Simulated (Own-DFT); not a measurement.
# Shaking the atoms of beta-Si3N4, 112 atoms (N64Si48)

Calculated results; nothing here was measured. They come from Own-DFT, an in-house plane-wave density functional program, since retired, whose code no person has reviewed. Each row is one single-point run on a periodic cell that was not relaxed, without spin or spin-orbit coupling.

Settings of every run: PBE; PseudoDojo norm-conserving scalar-relativistic files; cutoff 42 hartree; 2 x 2 x 4 k mesh centred on Gamma; Fermi-Dirac smearing of 0.1 eV.

Known limits, some of them of some rows only: some atoms lie very close together; forces on such cells moved up to 12 meV/angstrom on a denser k mesh; stress not checked against mesh or cutoff.

Cell vectors in Å: (15.212, 0.000, 0.000); (-7.606, 13.174, 0.000); (0.000, 0.000, 5.818). In each run every atom was moved at random and independently from its ideal site; u is the rms move along one axis. E is the free energy for each atom above the fitted value at u = 0, and F the rms of the force components.

| run | u (Å) | E (meV/atom) | F (eV/Å) | largest force (eV/Å) | P (GPa) |
|---|---|---|---|---|---|
| 1 | 0.0191 | 15.5 | 0.825 | 2.61 | 5.54 |
| 2 | 0.0194 | ? | ? | ? | ? |
| 3 | 0.0201 | 18.0 | 0.878 | 3.41 | 5.59 |
| 4 | 0.0515 | 131.2 | 2.298 | 11.09 | 8.98 |
| 5 | 0.0529 | 126.6 | 2.141 | 9.09 | 8.36 |
| 6 | 0.1010 | 427.5 | 4.447 | 24.92 | 15.73 |
| 7 | 0.1024 | 418.6 | 3.991 | 19.94 | 15.17 |
| 8 | 0.1054 | 546.2 | 5.392 | 36.99 | 20.01 |
| 9 | 0.1535 | 1063.3 | 8.224 | 45.69 | 33.63 |

## Worked fit

For small independent moves the energy grows as E = (3/2) K u², with K the mean stiffness felt by one atom. The runs with u up to 0.11 Å give K = 29.9 ± 1.3 eV/Å², with residuals divided by u² + 0.0006 Å², since the noise grows with the moves. The scatter is 10.9 meV/atom at u = 0.05 Å. The forces follow F = G u with G = 43.9 eV/Å²; no force at u = 0 is resolved. G exceeds K because the moves of its neighbours add to the force on an atom, and stiffness differs between atoms. At u = 0.153 Å the parabola gives 1055 meV/atom and the run 1063. The pressure follows P = 5.31 + 1110 u² GPa: at fixed volume, shortened bonds push harder than stretched ones pull.

## Withheld run

Question: what energy and rms force should run 2 give?

The fit gives 17 ± 4 meV/atom and about 0.85 eV/Å. The calculation gave 15.1 meV/atom and 0.814 eV/Å.
